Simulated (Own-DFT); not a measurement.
# Strain and stress in wurtzite GaN, 96 atoms (Ga48N48)

All numbers below are calculated, not measured. They come from Own-DFT, an in-house plane-wave density functional program, since retired, whose code no person has reviewed. Each row is one single-point run on a periodic cell that was not relaxed, without spin or spin-orbit coupling.

Settings of every run: PBE; PseudoDojo norm-conserving scalar-relativistic files (stringent for Ga); cutoff 96 hartree; 3 x 4 x 3 k mesh centred on Gamma; Gaussian smearing of 0.01 eV.

Known limits: forces on such cells passed a denser k mesh, each cell not checked; stress not checked against mesh or cutoff.

Unstrained cell vectors in Å: (12.756, 0.000, 0.000); (-4.784, 8.285, 0.000); (0.000, 0.000, 10.370). The unstrained cell has measured lattice constants (interpolated for alloys), not those of this functional. That, the random moves and any unrelaxed bonds set the pressure at no strain. Each run strains this cell uniformly, with the atoms carried along. Every atom was also moved at random, by a Gaussian of width 0.05 Å on each axis. Strain is the symmetric tensor, in per cent. Stress is positive in tension, and the pressure is minus a third of its trace.

```
run  e_xx (%)  e_yy (%)  e_zz (%)  e_yz (%)  e_xz (%)  e_xy (%)  s_xx (GPa)  s_yy (GPa)  s_zz (GPa)  s_yz (GPa)  s_xz (GPa)  s_xy (GPa)  P (GPa)  E (meV/atom)
  1      0.58     -1.50      1.11     -1.30     -1.47     -1.12       -6.87      -12.84       -2.69       -2.80       -3.82       -3.19     7.47          25.5
  2      0.49      1.90     -0.18     -1.30      0.39      0.87       -3.94        0.90       -6.67       -3.28        0.93        2.55     3.24           6.1
  3     -0.69     -1.75      1.17      1.27     -1.68      1.37      -10.25      -14.81       -3.89        2.05       -3.15        4.38     9.65          16.9
  4      1.34     -0.47     -1.30      0.57      0.66      0.03       -3.44       -6.62      -14.98        1.26        1.21       -0.09     8.35          20.8
  5     -0.37      1.99      1.15     -1.01     -0.68     -0.79       -4.44        0.13       -1.60       -2.03       -2.27       -2.49     1.97           0.9
  6      0.48     -0.05     -0.17     -0.40      1.12     -0.54       -6.41       -6.53       -6.71       -1.11        2.91       -0.90     6.55           7.5
  7     -0.31     -1.55     -0.48     -1.84     -0.32      1.59      -10.92      -15.96      -10.45       -4.90       -0.61        5.17    12.44          35.0
  8     -1.15     -0.66      0.60      1.39     -0.20      0.60      -12.23      -11.12       -6.57        3.49        0.27        0.11     9.97          27.0
  9      0.61      0.38      1.82     -1.92     -0.71      0.47       -2.76       -3.83        1.29       -3.57       -1.52        2.08     1.77           0.0
 10      0.90     -1.66      0.94     -0.05      1.16     -0.94       -4.89      -12.16       -4.00        0.21        2.82       -3.34     7.02          12.3
 11     -0.97     -1.00     -1.19      0.16     -0.22      1.15      -13.69      -13.96      -14.37        0.28       -0.21        4.16    14.01          33.5
 12     -0.26     -1.09      0.19     -0.49     -0.79     -0.34       -9.93      -11.56       -8.22       -2.22       -2.03       -1.91     9.90          18.7
 13     -1.81     -0.22     -1.13     -1.83     -1.08      0.92      -16.75      -12.90      -12.83       -4.11       -3.45        1.92    14.16          38.5
 14      1.75      0.98      1.76      1.90      0.66      0.72        2.66       -1.17        0.70        4.42        0.87        1.80    -0.73           6.0
 15     -0.32     -0.69     -0.52     -0.99     -0.45      0.71       -8.95      -10.52      -11.28       -2.01       -1.41        3.29    10.25          16.2
 16     -1.70      1.38     -0.24      1.36     -0.43      0.77           ?           ?           ?           ?           ?           ?        ?             ?
```

E is the free energy for each atom above the lowest run shown.

## Worked fit

Each stress component was fitted by least squares to a constant and the strains of the runs shown, as fractions, with shears doubled. Shear strains stay in the fit of a normal stress only where such slopes are resolved. The slopes, in GPa:

| stress | at no strain | per e_xx | per e_yy | per e_zz | scatter |
|---|---|---|---|---|---|
| s_xx | -7.4 | 394 ± 21 | 123 ± 16 | 106 ± 20 | 0.71 |
| s_yy | -7.6 | 176 ± 26 | 398 ± 20 | 34 ± 24 | 0.88 |
| s_zz | -7.7 | 20 ± 26 | 65 ± 20 | 461 ± 24 | 0.89 |

Each shear stress against twice its own strain: yz 110 ± 7, xz 131 ± 11, xy 164 ± 15 GPa. These are stiffnesses along x, y and z of the frame in which the cell vectors are given, which need not be the crystal's axes. The atoms are held to the strained lattice; where symmetry lets them move under strain, relaxing them would lower some slopes. The table should be nearly symmetric about its diagonal, and what it lacks of that shows the noise. A ninth of its sum, 197 ± 4 GPa, estimates the bulk modulus near the mean pressure of these runs, 7.7 GPa, so it lies above the value at zero pressure.

## Withheld run

Question: what normal stresses and pressure should run 16 give?

The fit gives s_xx = -12.7, s_yy = -5.1, s_zz = -8.3 and P = 8.7 GPa. The calculation gave -12.28, -2.90, -10.29 and P = 8.49 GPa.
